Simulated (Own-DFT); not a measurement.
# Stretching a layer in its plane: wurtzite GaN, 72 atoms (Ga36N36)

No measurement is shown. These are fixed-geometry runs of a retired plane-wave code named Own-DFT, which no person has reviewed; spin and spin-orbit coupling are neglected.

Method: PBE; PseudoDojo norm-conserving scalar-relativistic files (stringent for Ga); cutoff 96 hartree; 4 x 4 x 3 k mesh centred on Gamma; Gaussian smearing of 0.01 eV.

Limits: forces not confirmed at this smearing and k mesh; stress not checked against mesh or cutoff.

Unstrained cell vectors in Å: (9.567, 0.000, 0.000); (-4.784, 8.285, 0.000); (0.000, 0.000, 10.370). The unstrained cell has measured lattice constants (interpolated for alloys), not those of this functional. That, the random moves and any unrelaxed bonds set the pressure at no strain. Each run strains x and y alike by e, as a substrate would, and holds the height along z. Random moves of width 0.05 Å per axis were added to every atom. Stress is positive in tension.

| e (%) | u (Å) | (s_xx + s_yy)/2 (GPa) | s_zz (GPa) |
|---|---|---|---|
| -3.00 | 0.057 | -25.12 | -13.25 |
| -2.50 | 0.054 | ? | ? |
| -2.25 | 0.051 | -19.65 | -12.10 |
| -1.75 | 0.051 | -16.82 | -10.52 |
| -1.25 | 0.047 | -14.33 | -8.15 |
| 0.50 | 0.048 | -4.18 | -6.32 |
| 1.25 | 0.049 | -0.33 | -6.10 |
| 1.50 | 0.055 | -0.21 | -4.98 |
| 2.50 | 0.050 | 4.47 | -3.41 |
| 2.75 | 0.047 | 6.09 | -4.71 |

## Analysis

With e as a fraction, the in-plane stress is -7.0 + 527 e - 2341 e² GPa (errors 7 and 510, scatter 0.44), and s_zz is -7.8 + 158 e GPa (slope ± 16, scatter 0.94). At e = 0 the first slope is C11 + C12 and the second 2 C13, both with the ions held to the strained lattice and at the cell's own pressure. The term in e² is negative: the layer stiffens under compression and softens under tension. A free layer would change its height as e changes, and the in-plane slope would drop by 2 C13²/C33 to the biaxial modulus. At fixed height, a misfit of 1 % moves the in-plane stress by about 5.3 GPa and s_zz by 1.6 GPa.

## The run left out

Q: what are the two stresses at e = -2.50 %?

The fit gives -21.6 and -11.7 GPa. The run itself gave -23.02 and -11.11 GPa. This run lies off the fit, by chance or by something that the fit leaves out.
